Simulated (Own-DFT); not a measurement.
## Calculated data, Si3N4 (beta silicon nitride, strained, atoms displaced)

Computed with Own-DFT development build. A calculation, not a measurement: plane-wave PBE density functional theory by an unreviewed code, no spin, of a simulated periodic cell, stress positive in tension, free energy of the whole cell less one offset for each atom, forces on such cells moved up to 12 meV/angstrom on a denser k mesh; offsets are fitted by least squares, one for each functional and potential file, so energies compare only between cells with the same atoms and settings and are not formation energies; the far tail of each file's local potential was reset to the Coulomb form; each entry is a single point on an unrelaxed cell, so the pressure reflects the starting lattice, mostly measured values (interpolated for alloys), from which strain is counted, and rises with the displacements; printed positions are rounded, which can move forces by about a meV/angstrom; the program, named Own-DFT, is a retired in-house code; no spin-orbit coupling; before rounding, a Quantum ESPRESSO 7.3.1 run of the same cell and cutoff gave forces within 1 meV/angstrom rms on each cell, which checks the program and not the settings.

Si3N4 (beta silicon nitride, strained, atoms displaced)

```xyz
112
Lattice="15.3612 -0.0940 -0.1195 -7.7620 13.0010 -0.0983 -0.0457 -0.0698 5.7451" Properties=species:S:1:pos:R:3 Si3N4
Si    -1.6814     5.0513     0.6828
Si     0.2033     2.6072     0.6658
Si     1.3717     5.4413     0.6690
Si     5.4749     1.4363     2.0920
Si     3.5807     3.7510     2.1504
Si     2.3455     1.0565     2.1115
N      2.4930     0.1825     0.7369
N      6.2425     1.8511     0.6673
N      2.8691     4.3056     0.6256
N      1.3550     6.1712     2.0940
N     -2.5383     4.4780     2.0435
N      1.0698     2.1448     2.1180
N      0.0642     4.3117     0.6135
N      3.8202     2.0020     2.1160
Si    -1.7661     4.9664     3.4622
Si     0.1806     2.5735     3.6585
Si     1.2696     5.3017     3.5541
Si     5.4829     1.3606     4.9171
Si     3.5850     3.8453     4.9583
Si     2.3413     0.9908     4.9741
N      2.4654     0.1505     3.5826
N      6.1493     1.9507     3.4872
N      2.7318     4.2315     3.3601
N      1.3881     6.2228     4.9047
N     -2.5587     4.4415     4.9401
N      1.0041     2.0060     4.9876
N     -0.0745     4.2747     3.5780
N      3.6893     2.0527     4.9241
Si    -5.5165    11.5213     0.5834
Si    -3.6530     9.1472     0.6699
Si    -2.5416    11.8039     0.5662
Si     1.4339     8.0060     1.9837
Si    -0.2353    10.3376     1.9646
Si    -1.4531     7.5231     2.1597
N     -1.5294     6.6374     0.5590
N      2.4552     8.4798     0.6487
N     -1.0307    10.8087     0.6533
N     -2.5815    12.8447     2.0061
N     -6.4100    10.9797     2.0967
N     -2.7431     8.6995     2.0911
N     -3.9089    10.8886     0.7622
N     -0.1987     8.6142     2.0477
Si    -5.5584    11.4585     3.5009
Si    -3.7563     9.0684     3.5664
Si    -2.5156    11.8352     3.4722
Si     1.5494     7.8442     4.9274
Si    -0.2340    10.3189     4.8181
Si    -1.4301     7.4782     4.9258
N     -1.4424     6.5959     3.4926
N      2.3829     8.3995     3.4624
N     -1.2240    10.7689     3.4315
N     -2.5750    12.6886     4.8854
N     -6.3970    11.0618     4.8985
N     -2.8621     8.6653     4.9137
N     -3.8127    10.7419     3.5212
N     -0.1111     8.5000     5.0400
Si     6.0645     4.8775     0.6590
Si     7.8114     2.5364     0.6314
Si     9.1002     5.2344     0.5970
Si    13.1178     1.3470     2.1331
Si    11.1583     3.7150     1.9803
Si    10.1227     0.9837     2.1098
N     10.1332     0.1710     0.6088
N     13.9847     1.8004     0.5230
N     10.4510     4.3350     0.5963
N      9.0936     6.2482     1.9920
N      5.2294     4.4290     2.0551
N      8.7185     2.1179     2.0371
N      7.6617     4.3478     0.6506
N     11.5007     2.1353     2.0530
Si     6.0319     4.8972     3.5858
Si     7.9195     2.5474     3.4846
Si     9.1333     5.2685     3.3608
Si    13.0007     1.3318     4.9934
Si    11.1664     3.7450     4.9104
Si    10.0816     0.9441     4.9795
N     10.1418     0.1689     3.4992
N     14.0046     1.8234     3.4570
N     10.4758     4.1462     3.4520
N      8.9227     6.1642     4.8629
N      5.1785     4.4563     5.0288
N      8.6426     2.0547     4.9139
N      7.6401     4.2798     3.5478
N     11.3745     2.0729     4.9828
Si     2.1741    11.4466     0.5973
Si     4.0391     9.1070     0.6247
Si     5.2451    11.7790     0.5075
Si     9.2084     7.8856     1.9767
Si     7.3736    10.2152     2.0102
Si     6.1921     7.4602     1.9667
N      6.1240     6.5953     0.6168
N      9.9808     8.4117     0.5945
N      6.5907    10.6989     0.5580
N      5.0876    12.6605     1.9916
N      1.4084    10.9826     1.9540
N      4.7842     8.6002     2.0669
N      3.7679    10.7664     0.5777
N      7.6373     8.5618     2.0007
Si     2.1447    11.4896     3.5182
Si     3.9957     9.0302     3.4128
Si     5.1469    11.7794     3.3787
Si     9.2490     7.7324     4.8110
Si     7.3098    10.2943     4.8509
Si     6.1647     7.3719     4.8871
N      6.2155     6.5644     3.4273
N      9.9928     8.2962     3.3607
N      6.5788    10.7058     3.4264
N      5.1087    12.6417     4.8000
N      1.2536    10.9655     4.9799
N      4.8008     8.5564     4.8380
N      3.7696    10.6335     3.4341
N      7.4787     8.4984     4.8429
```

Here we set functional PBE, potential files PseudoDojo norm-conserving, scalar-relativistic, standard set, wave cutoff 42 hartree, occupations Fermi-Dirac, smearing width 0.1 eV and k mesh 2 x 2 x 4 centred on Gamma.

## Withheld values
1. What pressure does the calculation give for Si3N4 (beta silicon nitride, strained, atoms displaced)?
2. Give the table of force values for Si3N4 (beta silicon nitride, strained, atoms displaced).

Answers
1. 13.64 GPa
2. 
Force:
```tsv
element	x (eV/Å)	y (eV/Å)	z (eV/Å)
Si	1.47	-5.663	-2.097
Si	1.068	0.276	0.94
Si	1.788	-5.42	-2.372
Si	-4.41	1.662	-0.749
Si	3.294	-2.614	-6.009
Si	3.109	1.873	1.916
N	-1.189	-1.159	-2.573
N	2.372	1.018	-1.389
N	-2.76	2.391	1.261
N	-0.596	5.053	1.433
N	-0.692	0.536	0.09
N	-2.517	0.209	0.698
N	-2.872	0.993	0.349
N	-0.034	2.199	-0.267
Si	1.763	-3.813	2.096
Si	1.363	0.893	-3.088
Si	1.684	-2.947	-2.547
Si	-4.926	1.568	0.68
Si	-0.88	-3.401	-1.648
Si	2.595	2.196	2.144
N	-1.054	-2.318	-2.015
N	4.719	0.967	1.927
N	-3.071	3.162	7.386
N	-0.09	-0.868	2.298
N	-0.035	0.841	0.351
N	-1.317	0.297	1.284
N	-1.69	0.331	-0.223
N	3.142	0.968	0.403
Si	-0.269	-1.534	2.291
Si	-0.686	-0.11	0.339
Si	1.869	1.236	1.693
Si	2.05	-0.67	2.107
Si	-0.769	-0.43	3.107
Si	-1.804	2.76	-4.287
N	0.44	2.684	2.884
N	-2.88	-1.767	-0.962
N	-2.194	2.034	-4.633
N	1.057	-5.012	0.388
N	1.106	1.129	-1.549
N	-2.082	-1.44	0.53
N	-1.139	-2.467	-1.144
N	3.778	0.077	0.281
Si	2.333	-0.676	-1.25
Si	1.017	0.205	-2.521
Si	-1.545	-0.114	-2.656
Si	0.908	4.497	-0.592
Si	-4.85	-2.501	1.778
Si	-1.954	3.314	0.552
N	-0.258	-0.302	0.973
N	-2.187	-0.892	0
N	4.813	-0.842	0.027
N	0.93	0.556	1.059
N	-1.49	-0.926	1.181
N	0.898	-2.406	2.079
N	-4.085	1.414	0.158
N	2.319	1.914	-1.288
Si	-0.413	0.566	1.745
Si	0.448	1.711	-0.55
Si	-3.372	2.945	-1.394
Si	-0.077	2.357	-2.806
Si	2.909	1.399	0.546
Si	0.339	4.778	-3.144
N	-0.32	-2.599	2.41
N	-0.141	-0.136	3.84
N	0.848	-0.869	-0.755
N	0.239	-2.86	-0.431
N	-0.467	-0.38	2.126
N	0.988	-1.572	0.226
N	0.686	-3.078	-0.032
N	0.384	-5.018	0.298
Si	-0.214	-1.763	-2.351
Si	-3.012	1.649	-0.078
Si	-2.841	-1.053	2.453
Si	0.046	2.153	-3.013
Si	2.68	-0.442	-0.044
Si	-0.896	5.011	-0.917
N	-0.5	-2.991	1.855
N	-2.732	-1.408	1.979
N	-2.645	2.452	-0.824
N	1.419	-4.017	0.246
N	-0.071	-0.289	-2.99
N	1.146	-1.798	1.388
N	1.734	-1.075	-0.69
N	1.603	-2.005	-0.098
Si	2.824	-0.276	-0.701
Si	0.644	-0.974	-2.009
Si	-1.934	-1.611	0.395
Si	-1.731	2.333	-1.101
Si	1.116	-0.314	-0.28
Si	0.721	4.168	3.213
N	0.196	-1.441	-2.253
N	3.062	0.192	-2.746
N	-1.521	2.201	0.466
N	0.435	1.645	-1.766
N	-2.449	-0.278	4.134
N	3.081	-2.141	-2.738
N	0.86	2.198	-0.401
N	-1.898	-2.132	-0.175
Si	1.563	-4.252	-1.499
Si	-1.329	-1.851	2.883
Si	-0.224	-4.658	0.681
Si	-2.72	6.003	1.616
Si	2.761	-4.098	-0.011
Si	0.09	4.576	0.144
N	-0.528	-0.529	-0.24
N	2.574	0.606	2.749
N	-2.511	2.505	-1.106
N	-0.058	0.685	1.486
N	2.204	1.602	-3.272
N	0.03	-1.303	2.195
N	-1.313	6.216	0.289
N	2.723	0.299	0.223
```

Further results for Si3N4 (beta silicon nitride, strained, atoms displaced):

* free energy of cell above offsets: -3.989 eV
* stress xx: -2.54 GPa
* stress yy: -18.17 GPa
* stress zz: -20.2 GPa
* stress yz: -3.3 GPa
* stress xz: -2.41 GPa
* stress xy: -3.14 GPa
